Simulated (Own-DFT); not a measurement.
## Calculated data, GaP (zincblende, strongly disordered by large displacements), InAs (zincblende, strongly disordered by large displacements)

A calculation, not a measurement: plane-wave PBE density functional theory by an unreviewed code, no spin, of a simulated periodic cell, stress positive in tension, free energy of the whole cell less one offset for each atom, forces on such cells passed a denser k mesh, this cell's mesh not checked; broken bonds can close the gap or carry spin, so checks made on this kind of crystal may not hold here; offsets are fitted by least squares, one for each functional and potential file, so energies compare only between cells with the same atoms and settings and are not formation energies; the far tail of each file's local potential was reset to the Coulomb form; each entry is a single point on an unrelaxed cell, so the pressure reflects the starting lattice, mostly measured values (interpolated for alloys), from which strain is counted, and rises with the displacements; printed positions are rounded, which can move forces by about a meV/angstrom; the program, named Own-DFT, is a retired in-house code; no spin-orbit coupling. Program: Own-DFT development build.

Settings shared by all entries: functional PBE; potential files PseudoDojo norm-conserving, scalar-relativistic, standard set; wave cutoff 42 hartree; occupations Fermi-Dirac; smearing width 0.1 eV; k mesh 3 x 3 x 3 centred on Gamma.

(1) GaP (zincblende, strongly disordered by large displacements)

```
GaP
1.0
     10.9010     0.0000     0.0000
      0.0000    10.9010     0.0000
      0.0000     0.0000    10.9010
Ga P Ga P Ga P Ga P Ga P Ga P Ga P Ga P
4 4 4 4 4 4 4 4 4 4 4 4 4 4 4 4
Direct
  0.98965 0.00541 0.98138
  0.02858 0.26861 0.23684
  0.22146 0.01848 0.22231
  0.25342 0.21311 0.00248
  0.14044 0.16345 0.13748
  0.11078 0.38779 0.39822
  0.35517 0.16471 0.35639
  0.40965 0.35931 0.11449
  0.02070 0.99319 0.49126
  0.98633 0.22278 0.77053
  0.26117 0.02457 0.75774
  0.22877 0.28454 0.51675
  0.10302 0.16054 0.62714
  0.15127 0.38629 0.87098
  0.35162 0.12070 0.88222
  0.35378 0.36001 0.65516
  0.96287 0.52520 0.02018
  0.99932 0.73806 0.26003
  0.23694 0.51371 0.24406
  0.23033 0.74961 0.98446
  0.14101 0.64212 0.10240
  0.11251 0.84403 0.38264
  0.38987 0.64609 0.38614
  0.38445 0.89928 0.10738
  0.99692 0.50521 0.50108
  0.99315 0.73513 0.74316
  0.24262 0.54153 0.76760
  0.27089 0.75823 0.47085
  0.11644 0.60827 0.65330
  0.13976 0.89020 0.87390
  0.40012 0.64413 0.86443
  0.30586 0.90313 0.62271
  0.50495 0.00278 0.01911
  0.49003 0.22518 0.22635
  0.73587 0.01381 0.29421
  0.77827 0.25366 0.98958
  0.62404 0.09615 0.12069
  0.60853 0.36734 0.40816
  0.88491 0.12610 0.38084
  0.86311 0.40513 0.15254
  0.51717 0.00465 0.54539
  0.49118 0.26536 0.74616
  0.74399 0.01003 0.75133
  0.71943 0.26161 0.50797
  0.62705 0.13077 0.61932
  0.61106 0.40692 0.87924
  0.86088 0.11587 0.87273
  0.85635 0.40686 0.63823
  0.50800 0.50341 0.00259
  0.49438 0.75227 0.23936
  0.74325 0.50383 0.26018
  0.76394 0.78997 0.98523
  0.60225 0.58746 0.13159
  0.62437 0.86890 0.37707
  0.88252 0.61616 0.37508
  0.88817 0.87921 0.11996
  0.51663 0.50583 0.48094
  0.51076 0.74208 0.74440
  0.73895 0.48127 0.75706
  0.73500 0.74198 0.50420
  0.63979 0.62150 0.61463
  0.63838 0.88638 0.83851
  0.87275 0.62086 0.87313
  0.90195 0.86487 0.65208
```

```
hardware                          : one NVIDIA H100
free energy of cell above offsets : 5.641 eV
pressure                          : 12.52 GPa
stress xx                         : -12.04 GPa
stress yy                         : -12.26 GPa
stress zz                         : -13.26 GPa
stress yz                         : 0.59 GPa
stress xz                         : 1.72 GPa
stress xy                         : 0.76 GPa
wall time                         : 614.4 s
```

Force:
| element | x (eV/Å) | y (eV/Å) | z (eV/Å) |
| --- | --- | --- | --- |
| Ga | 1.882 | -1.209 | 1.629 |
| Ga | -4.817 | 3.006 | 3.7 |
| Ga | 3.396 | -3.9 | 3.593 |
| Ga | 0.332 | 6.828 | -0.404 |
| P | -3.206 | -2.144 | -2.238 |
| P | 1.113 | 0.073 | -3.753 |
| P | -1.644 | -2.306 | 2.348 |
| P | -3.792 | 1.947 | -1.204 |
| Ga | -1.076 | 0.781 | 1.98 |
| Ga | 1.114 | 4.569 | -0.845 |
| Ga | -4.551 | -0.32 | -1.588 |
| Ga | 1.876 | -1.763 | -0.422 |
| P | 1.377 | -3.175 | -1.381 |
| P | -2.259 | -1.945 | 2.205 |
| P | 8.143 | 0.101 | -0.217 |
| P | -0.866 | 4.012 | -1.593 |
| Ga | 2.952 | -0.773 | -0.233 |
| Ga | -0.435 | 0.094 | -2.994 |
| Ga | 1.489 | -0.842 | 0.462 |
| Ga | 4.744 | 3.137 | -2.309 |
| P | -3.847 | -3.58 | 4.276 |
| P | 1.125 | 2.493 | -1.094 |
| P | 1.511 | -3.849 | -2.696 |
| P | -4.963 | -4.769 | 3.445 |
| Ga | -1.249 | 0.831 | 2.838 |
| Ga | 2.213 | -1.674 | 3.637 |
| Ga | 4.105 | -2.983 | 2.132 |
| Ga | -2.747 | 1.936 | 3.728 |
| P | -1.762 | 1.852 | -5.498 |
| P | -2.162 | 0.362 | -0.907 |
| P | -2.877 | -1.61 | 3.179 |
| P | 4.399 | -2.539 | -2.96 |
| Ga | -0.055 | 0.076 | -6.913 |
| Ga | 2.353 | -0.391 | 1.224 |
| Ga | 1.02 | -0.006 | -2.16 |
| Ga | -2.58 | 2.125 | 2.411 |
| P | 4.94 | 4.234 | 2.83 |
| P | -0.042 | -1.144 | -7.37 |
| P | 0.089 | 1.355 | 0.106 |
| P | 2.876 | -4.602 | -2.651 |
| Ga | -5.17 | -4.412 | -3.697 |
| Ga | 1.909 | -1.707 | 2.239 |
| Ga | 2.385 | 1.059 | -3.784 |
| Ga | 5.991 | -0.779 | 1.593 |
| P | 1.763 | 2.218 | 4.331 |
| P | 1.3 | -5.562 | -1.474 |
| P | -0.161 | -0.181 | 0.766 |
| P | 3.383 | -4.755 | -3.381 |
| Ga | -5.155 | -0.304 | -2.056 |
| Ga | 0.459 | 0.602 | -0.978 |
| Ga | -2.954 | 0.772 | 2.899 |
| Ga | -0.371 | -1.965 | -0.722 |
| P | 3.463 | 5.7 | 4.322 |
| P | -1.277 | -0.261 | 1.213 |
| P | -2.024 | 1.146 | 0.213 |
| P | -0.248 | 0.536 | 1.926 |
| Ga | -3.196 | 3.304 | 3.512 |
| Ga | 1.493 | 2.123 | -2.829 |
| Ga | -0.849 | 4.059 | 1.338 |
| Ga | 3.571 | 2.504 | -1.602 |
| P | -2.715 | -1.766 | 2.65 |
| P | -3.801 | -2.807 | 3.974 |
| P | -1.947 | 1.442 | -0.34 |
| P | -3.964 | 4.747 | -4.404 |

(2) InAs (zincblende, strongly disordered by large displacements)

```
InAs
1.0
     12.1166     0.0000     0.0000
      0.0000    12.1166     0.0000
      0.0000     0.0000    12.1166
In As In As In As In As In As In As In As In As
4 4 4 4 4 4 4 4 4 4 4 4 4 4 4 4
Direct
  0.02055 0.00050 0.97068
  0.99482 0.24725 0.22680
  0.20313 0.04699 0.28114
  0.23540 0.26058 0.99939
  0.15870 0.09938 0.11768
  0.13584 0.32967 0.39339
  0.40521 0.13319 0.36925
  0.40718 0.34289 0.10938
  0.06739 0.96437 0.52283
  0.99604 0.22159 0.78015
  0.28143 0.03115 0.74519
  0.29016 0.25562 0.51379
  0.15057 0.10756 0.60014
  0.15829 0.41227 0.86471
  0.35134 0.11061 0.90926
  0.37989 0.36741 0.61459
  0.99951 0.50203 0.99469
  0.00236 0.76899 0.29093
  0.24596 0.50889 0.22647
  0.25427 0.77284 0.98866
  0.07817 0.62417 0.13600
  0.10966 0.90635 0.36070
  0.36448 0.62648 0.34162
  0.42659 0.87578 0.12592
  0.01832 0.49729 0.47630
  0.00063 0.77227 0.73795
  0.26064 0.44288 0.72132
  0.22881 0.76606 0.50587
  0.10611 0.62688 0.64786
  0.06215 0.84925 0.88803
  0.41670 0.59545 0.86065
  0.36726 0.90801 0.65081
  0.49363 0.97835 0.99776
  0.54754 0.22836 0.25982
  0.76350 0.97957 0.29141
  0.83610 0.21228 0.03352
  0.62689 0.14034 0.12792
  0.61582 0.39930 0.39345
  0.90013 0.19373 0.39009
  0.86699 0.35780 0.13117
  0.48755 0.00587 0.51518
  0.45397 0.27037 0.74255
  0.74425 0.98363 0.72585
  0.76721 0.25568 0.48976
  0.61597 0.09717 0.59646
  0.61132 0.38849 0.85388
  0.86632 0.13259 0.86196
  0.85667 0.36741 0.64459
  0.49407 0.44789 0.99596
  0.48633 0.74746 0.26196
  0.71767 0.50348 0.26459
  0.81322 0.72781 0.03336
  0.58981 0.58276 0.12499
  0.60335 0.88399 0.37459
  0.88239 0.58586 0.37169
  0.87549 0.87359 0.11278
  0.52195 0.50220 0.57914
  0.50891 0.77139 0.71500
  0.76206 0.48658 0.73561
  0.74153 0.76031 0.49761
  0.68779 0.65565 0.67594
  0.64889 0.87998 0.84471
  0.95372 0.67658 0.94406
  0.85607 0.85509 0.68388
```

```
hardware                          : one NVIDIA H200
free energy of cell above offsets : 33.518 eV
pressure                          : 15.61 GPa
stress xx                         : -13.39 GPa
stress yy                         : -16.13 GPa
stress zz                         : -17.31 GPa
stress yz                         : -2.01 GPa
stress xz                         : 2.56 GPa
stress xy                         : 0.37 GPa
wall time                         : 1198 s
```

Force:
| element | x (eV/Å) | y (eV/Å) | z (eV/Å) |
| --- | --- | --- | --- |
| In | -2.014 | 5.848 | 3.618 |
| In | 3.688 | -0.917 | 0.132 |
| In | 5.188 | 1.312 | 4.505 |
| In | 0.316 | 0.975 | 0.385 |
| As | -3.107 | 2.424 | -6.523 |
| As | -0.616 | 1.435 | -1.325 |
| As | -2.674 | -0.704 | 0.504 |
| As | -4.757 | -3.689 | 5.538 |
| In | -5.178 | -1.33 | 5.022 |
| In | 6.001 | 4.939 | -4.368 |
| In | -4.243 | 3.665 | 2.869 |
| In | -3.729 | -5.729 | -5.621 |
| As | 1.289 | 5.099 | 3.204 |
| As | -4.724 | -2.256 | 5.298 |
| As | 1.228 | 1.26 | 0.176 |
| As | 3.853 | 4.644 | -5.1 |
| In | 0.056 | -5.517 | 0.297 |
| In | -3.279 | -3.686 | -2.654 |
| In | -0.649 | -1.63 | -0.781 |
| In | 0.611 | -0.999 | 0.308 |
| As | 2.206 | 1.052 | 1.279 |
| As | 1.946 | -3.138 | -3.044 |
| As | -1.542 | -1.16 | 4.112 |
| As | -4.717 | -2.438 | 3.223 |
| In | 1.771 | -1.668 | 2.564 |
| In | 3.565 | -5.355 | -2.879 |
| In | -1.673 | 6.224 | 0.275 |
| In | 0.998 | -1.114 | 0.089 |
| As | 1.661 | -1.706 | -1.807 |
| As | 5.842 | -2.315 | 2.153 |
| As | -1.257 | 1.089 | -1.055 |
| As | 1.803 | -6.377 | -4.588 |
| In | 4.233 | 3.835 | -4.838 |
| In | -2.183 | 4.701 | 4.339 |
| In | 1.341 | 1.853 | -1.633 |
| In | -3.529 | -4.331 | -1.366 |
| As | 4.235 | -4.384 | -5.745 |
| As | -1.38 | -2.228 | 2.119 |
| As | 4.257 | -5.196 | -1.808 |
| As | 0.037 | 7.771 | 1.804 |
| In | -4.256 | -3.354 | -3.707 |
| In | 5.016 | -5.68 | 6.636 |
| In | -2.828 | 8.924 | -0.939 |
| In | -6.594 | 2.174 | 3.457 |
| As | 5.755 | 5.664 | 3.687 |
| As | 1.413 | -1.599 | -2.059 |
| As | -4.72 | -5.343 | 1.057 |
| As | 5.516 | -4.36 | -3.225 |
| In | 1.732 | 4.467 | -2.717 |
| In | 2.811 | -0.002 | -0.975 |
| In | 1.513 | 0.726 | -1.571 |
| In | -10.97 | -3.576 | 1.216 |
| As | 1.243 | 2.282 | -0.03 |
| As | -0.261 | -1.156 | 1.007 |
| As | -1.883 | 3.263 | -1.135 |
| As | 2.322 | 6.94 | 5.144 |
| In | 2.307 | 2.449 | -1.105 |
| In | 0.179 | -1.161 | 1.697 |
| In | -2.761 | 2.262 | 4.237 |
| In | 0.779 | -0.468 | -0.445 |
| As | -1.482 | 1.875 | -1.228 |
| As | -3.204 | -2.787 | 4.899 |
| As | 4.811 | 0.246 | -6.244 |
| As | -1.31 | -2.045 | -6.335 |

(3) InAs (zincblende, strongly disordered by large displacements)

```
InAs
1.0
     12.1166     0.0000     0.0000
      0.0000    12.1166     0.0000
      0.0000     0.0000    12.1166
In As In As In As In As In As In As In As In As
4 4 4 4 4 4 4 4 4 4 4 4 4 4 4 4
Direct
  0.04722 0.96521 0.99253
  0.00299 0.23985 0.25776
  0.24665 0.01714 0.27274
  0.27607 0.24069 0.95860
  0.15589 0.11494 0.17223
  0.08587 0.37247 0.40110
  0.40792 0.14531 0.35574
  0.39279 0.39021 0.12163
  0.03028 0.98773 0.44512
  0.95199 0.24350 0.76256
  0.21920 0.99728 0.79065
  0.32544 0.26139 0.44309
  0.12900 0.07530 0.65437
  0.17299 0.36561 0.86179
  0.36647 0.13831 0.86241
  0.46242 0.41406 0.63992
  0.02491 0.49677 0.96572
  0.97644 0.76493 0.23662
  0.30428 0.49317 0.25737
  0.26171 0.72768 0.02259
  0.14018 0.57427 0.11415
  0.12256 0.86655 0.37226
  0.34315 0.61276 0.41789
  0.37150 0.88657 0.16867
  0.99587 0.51346 0.48439
  0.02539 0.70632 0.75211
  0.27200 0.47564 0.74093
  0.26221 0.73128 0.50342
  0.13760 0.59591 0.64781
  0.09872 0.83471 0.90184
  0.35883 0.62796 0.88429
  0.37210 0.86521 0.61020
  0.52469 0.01632 0.00328
  0.47558 0.28371 0.22102
  0.78928 0.96120 0.26134
  0.73843 0.26860 0.99976
  0.65192 0.13292 0.07197
  0.67329 0.38726 0.38909
  0.92892 0.08687 0.35677
  0.90043 0.35209 0.07863
  0.50862 0.98452 0.51888
  0.48701 0.26185 0.73387
  0.76531 0.97588 0.75326
  0.74609 0.24764 0.53456
  0.63656 0.13661 0.59442
  0.65419 0.36909 0.89625
  0.89695 0.14604 0.91933
  0.88418 0.36458 0.66954
  0.55306 0.47588 0.97860
  0.49419 0.78167 0.21171
  0.74305 0.46109 0.25647
  0.74307 0.74816 0.02868
  0.62219 0.64057 0.07017
  0.62694 0.86289 0.38508
  0.86155 0.55582 0.35139
  0.86873 0.87046 0.14574
  0.50753 0.49577 0.50135
  0.51413 0.79500 0.72989
  0.72049 0.51578 0.72081
  0.73336 0.74312 0.49707
  0.58089 0.61899 0.63130
  0.63937 0.92163 0.86170
  0.90865 0.63851 0.87215
  0.91030 0.86832 0.61143
```

```
hardware                          : one NVIDIA H200
free energy of cell above offsets : 53.582 eV
pressure                          : 20.22 GPa
stress xx                         : -17.73 GPa
stress yy                         : -23.63 GPa
stress zz                         : -19.29 GPa
stress yz                         : 3.23 GPa
stress xz                         : 2.28 GPa
stress xy                         : 6.27 GPa
wall time                         : 1263 s
```

Force:
| element | x (eV/Å) | y (eV/Å) | z (eV/Å) |
| --- | --- | --- | --- |
| In | -4.413 | 10.67 | 7.429 |
| In | 0.327 | 2.233 | -1.891 |
| In | 6.234 | -6.604 | 7.235 |
| In | -5.143 | 5.299 | 9.85 |
| As | -6.54 | 7.236 | -9.819 |
| As | 4.107 | -3.542 | -1.874 |
| As | 6.054 | -9.935 | -4.794 |
| As | -4.182 | 5.814 | -9.528 |
| In | 0.891 | 0.962 | 12.78 |
| In | 6.565 | -7.915 | 4.567 |
| In | 2.516 | -3.035 | 3.146 |
| In | -7.421 | 9.047 | 7.254 |
| As | -3.519 | 3.328 | -5.175 |
| As | -4.808 | 0.262 | 0.019 |
| As | 7.683 | -8.531 | -5.957 |
| As | -5.69 | -2.212 | 7.538 |
| In | -0.034 | -1.31 | -0.343 |
| In | 5.568 | -6.743 | 4.169 |
| In | -3.162 | 1.448 | 1.397 |
| In | -1.183 | 1.318 | 1.559 |
| As | 0.445 | 1.531 | 2.398 |
| As | 7.043 | -9.362 | -4.15 |
| As | 6.981 | -8.235 | -6.79 |
| As | -8.029 | 6.637 | -5.115 |
| In | 0.132 | 2.13 | 4.292 |
| In | 0.719 | 4.51 | -3.297 |
| In | 2.677 | 1.387 | -1.021 |
| In | -7.203 | 7.644 | 5.281 |
| As | 1.112 | -0.646 | -4.019 |
| As | 5.142 | -8.237 | -5.61 |
| As | 2.863 | -0.993 | -2.272 |
| As | -1.902 | 1.823 | 0.977 |
| In | -4.37 | -1.649 | -0.933 |
| In | 7.629 | -7.538 | 6.031 |
| In | -7.064 | 7.075 | 8.371 |
| In | 7.921 | -2.528 | 3.817 |
| As | -1.207 | -3.452 | 6.913 |
| As | -6.9 | -5.558 | 9.029 |
| As | -9.331 | 6.748 | -4.254 |
| As | 1.462 | 0.811 | 2.399 |
| In | 0.445 | 1.136 | -1.331 |
| In | 1.875 | -5.307 | 2.692 |
| In | 6.727 | 3.256 | -5.494 |
| In | 8.507 | 7.459 | -4.173 |
| As | -7.666 | -8.279 | 5.781 |
| As | -0.438 | 0.693 | -14.44 |
| As | 0.181 | -3.129 | 1.454 |
| As | -5.186 | 9.328 | -8.089 |
| In | -8.484 | 6.713 | 4.552 |
| In | 9.399 | -8.018 | 3.686 |
| In | 1.387 | 1.949 | -14.28 |
| In | 8.799 | 7.155 | -4.268 |
| As | -8.297 | -6.107 | 5.146 |
| As | -1.151 | 1.45 | -2.633 |
| As | 3.119 | 6.757 | 2.129 |
| As | 1.624 | -1.6 | -13.07 |
| In | 2.314 | 3.999 | -13.08 |
| In | 0.571 | -1.013 | 2.475 |
| In | 2.959 | -1.54 | 2.233 |
| In | 2.343 | -1.893 | 1.93 |
| As | 1.186 | 3.976 | 0.7 |
| As | -5.259 | -4.429 | 4.405 |
| As | -6.285 | -1.958 | 3.765 |
| As | -0.64 | -0.487 | 0.308 |
